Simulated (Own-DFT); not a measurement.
# A change of arrangement and its cost: In48P48, 96 atoms

All numbers below are calculated, not measured. They come from Own-DFT, an in-house plane-wave density functional program, since retired, whose code no person has reviewed. Each row is one single-point run on a periodic cell that was not relaxed, without spin or spin-orbit coupling.

Settings of every run: PBE; PseudoDojo norm-conserving scalar-relativistic files; cutoff 36 hartree; 2 x 3 x 3 k mesh centred on Gamma; Fermi-Dirac smearing of 0.1 eV.

Known limits, some of them of some rows only: not probed for a lower state with spin; forces on such cells failed a check on a denser k mesh; forces not confirmed at this smearing and k mesh; stress not checked against mesh or cutoff.

All cells hold the same atoms in the same cell, with vectors in Å (17.606, 0.000, 0.000); (0.000, 11.737, 0.000); (0.000, 0.000, 11.737). Every atom was moved at random from its ideal site; u is the rms move along one axis. The defect's site can differ from row to row. E is the free energy of the cell above the lowest run. The arrangements:

- A: zincblende InP
- B: zincblende InP, with one In on a P site and one P on an In site, 2.5 Å apart

```
arrangement   u (Å)  E (eV)  P (GPa)
          A  0.0204   0.119     3.21
          A  0.0205   0.000     3.19
          A  0.0207   0.151     3.21
          A  0.0485   2.815     3.58
          A  0.0508   3.135     3.60
          A  0.0512   3.283     3.63
          B  0.0299   4.755     3.53
          B  0.0301   4.804     3.53
          B  0.0302   4.859     3.52
          B  0.0482   7.018     3.85
          B  0.0494   6.729     3.79
          B  0.0502   7.237     3.84
```

Question: once the cost of the random moves is taken out, how do the arrangements rank?

## Worked answer

Fit E = a + b u², with one b for all and one a for each arrangement, and with residuals divided by u², since the noise grows with the moves. Then b = 1430 eV/Å², the scatter at u = 0.04 Å is 0.16 eV, and against A:

- B: 4.03 ± 0.07 eV (higher)

These are energies of unrelaxed cells. Relaxing the atoms lowers the strained arrangements most, so the gaps would shrink and small ones could change sign.
